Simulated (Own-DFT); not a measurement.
# Biaxial strain at fixed height in diamond-structure GeSn with randomly placed atoms, 64 atoms (Ge60Sn4)

The numbers are computed, not measured, by runs of the plane-wave DFT program Own-DFT (in-house, retired, unreviewed) at fixed positions, with no spin and no spin-orbit coupling.

All runs used: PBE; PseudoDojo norm-conserving scalar-relativistic files; cutoff 49 hartree; 3 x 3 x 3 k mesh centred on Gamma; Fermi-Dirac smearing of 0.1 eV.

Known weak points: forces on such cells moved up to 12 meV/angstrom on a denser k mesh; stress not checked against mesh or cutoff.

Unstrained cell vectors in Å: (11.420, 0.000, 0.000); (0.000, 11.420, 0.000); (0.000, 0.000, 11.420). The unstrained cell has measured lattice constants (interpolated for alloys), not those of this functional. That, the random moves and any unrelaxed bonds set the pressure at no strain. Each run strains x and y alike by e, as a substrate would, and holds the height along z. All atoms carry random offsets, Gaussian with a width of 0.05 Å per axis. The random placing of the alloy's atoms differs from row to row. Stress is positive in tension.

| e (%) | u (Å) | (s_xx + s_yy)/2 (GPa) | s_zz (GPa) |
|---|---|---|---|
| -3.00 | 0.051 | -10.88 | -8.72 |
| -2.75 | 0.054 | ? | ? |
| -1.75 | 0.048 | -8.06 | -6.86 |
| -0.75 | 0.050 | -6.17 | -5.76 |
| -0.50 | 0.047 | -5.76 | -5.34 |
| 0.25 | 0.048 | -4.44 | -4.63 |
| 1.75 | 0.052 | -2.01 | -3.00 |
| 2.50 | 0.046 | -1.05 | -2.44 |
| 2.75 | 0.053 | -0.79 | -2.26 |
| 3.00 | 0.053 | -0.49 | -1.98 |

## Analysis

With e as a fraction, the in-plane stress is -4.8 + 173 e - 937 e² GPa (errors 1 and 52, scatter 0.05), and s_zz is -4.8 + 111 e - 582 e² GPa (slope ± 1, scatter 0.07). At e = 0 the first slope is C11 + C12 and the second 2 C12, both with the ions held to the strained lattice and at the cell's own pressure. The term in e² is negative: the layer stiffens under compression and softens under tension. A free layer would change its height as e changes, and the in-plane slope would drop by 2 C12²/C11 to the biaxial modulus. At fixed height, a misfit of 1 % moves the in-plane stress by about 1.7 GPa and s_zz by 1.1 GPa.

## Withheld run

Q: what are the two stresses at e = -2.75 %?

The fitted form gives -10.3 and -8.3 GPa. DFT gave -10.33 and -8.55 GPa. The miss is larger than the scatter suggests: chance, or a term that the fit lacks.
